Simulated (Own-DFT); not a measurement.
# Bulk modulus against bond length in tetrahedral crystals

No measurement is shown. These are fixed-geometry runs of a retired plane-wave code named Own-DFT, which no person has reviewed; spin and spin-orbit coupling are neglected.

Known weak points (not all hold for every row): forces on such cells moved up to 12 meV/angstrom on a denser k mesh; forces not confirmed at this smearing and k mesh; k mesh not checked against a denser one; forces on such cells passed a denser k mesh, each cell not checked; stress not checked against mesh or cutoff.

All runs are PBE with PseudoDojo norm-conserving files; cutoff and k mesh are each material's own. Every cell starts from measured lattice constants and was given uniform random strains and small random moves of its atoms. Each triple is the change of volume in per cent, the rms move u in Å and the pressure in GPa.

- 2H SiC (C36Si36), 10.36 Å³/atom unstrained: (-3.83, 0.056, 16.06); (-3.26, 0.046, 13.23); (-0.59, 0.049, 6.81); (-0.12, 0.049, 5.76); (0.17, 0.055, 5.02); (2.02, 0.052, 1.28); (2.98, 0.054, -0.43)
- wurtzite AlN (Al64N64), 10.45 Å³/atom unstrained: (-3.57, 0.051, 13.94); (-1.37, 0.051, 8.72); (-1.30, 0.053, 8.66); (-1.05, 0.048, 7.92); (0.02, 0.050, 5.80); (1.29, 0.053, 3.13); (3.12, 0.050, 0.00)
- wurtzite GaN (Ga48N48), 11.42 Å³/atom unstrained: (-2.99, 0.050, 13.86); (-1.08, 0.049, 9.96); (0.42, 0.050, 6.68); (1.07, 0.049, 6.29); (1.22, 0.051, 5.58); (1.50, 0.048, 4.63); (2.94, 0.049, 2.40)
- diamond silicon (Si64), 20.02 Å³/atom unstrained: (-3.37, 0.048, 6.08); (-3.03, 0.055, 6.02); (-1.78, 0.051, 4.42); (0.65, 0.052, 2.11); (1.47, 0.048, 1.62); (2.02, 0.048, 0.65); (3.00, 0.054, 0.03)
- zincblende InP (In48P48), 25.27 Å³/atom unstrained: withheld
- grey tin (Sn64), 34.15 Å³/atom unstrained: (-3.18, 0.055, 5.51); (-3.12, 0.048, 5.66); (-2.37, 0.053, 5.10); (-2.19, 0.053, 4.95); (-0.32, 0.050, 3.97); (-0.26, 0.054, 3.93); (1.57, 0.049, 3.01)

## Fit

Fit a line to each set against the fractional change of volume; B is minus its slope, and u is nearly the same within a set. To take it to zero pressure, assume that B rises by 4 GPa for each GPa: B0 = B - 4 x (mean pressure). The bond length of an ideal tetrahedral crystal with the unstrained volume v is d = (√3/4)(8 v)^(1/3). Cohen's empirical rule reads B0 = (1971 - 220 L) d^(-3.5) GPa, with L = 0 for group IV crystals and SiC and 1 for III-V compounds.

```
                material  L  d (Å)   B (GPa)  mean P (GPa)  B0 (GPa)  rule (GPa)
        2H SiC (C36Si36)  0  1.888  237 ± 12           6.8  210 ± 12         213
  wurtzite AlN (Al64N64)  1  1.893   208 ± 7           6.9   180 ± 7         188
  wurtzite GaN (Ga48N48)  1  1.950   194 ± 7           7.1   166 ± 7         169
  diamond silicon (Si64)  0  2.352    98 ± 3           3.0    86 ± 3          99
zincblende InP (In48P48)  1  2.541         ?             ?         ?          67
         grey tin (Sn64)  0  2.810    55 ± 2           4.6    36 ± 2          53
```

A line through ln[B0/(1971 - 220 L)] against ln d has a slope of -4.4 ± 0.1 and a scatter of 4 %. Against the rule, B0 stands at 98 % for 2H SiC, 96 % for wurtzite AlN, 98 % for wurtzite GaN, 87 % for diamond silicon, 68 % for grey tin. PBE tends to make silicon and heavier crystals too soft, and the rule itself is only a guide.

## The run left out

The question: what B0 does the fitted trend give for zincblende InP (In48P48)?

Estimate: 51 GPa. Its own runs give B = 75 ± 2 GPa at a mean pressure of 3.4 GPa, so B0 = 62 GPa. It lies off the trend of the others.
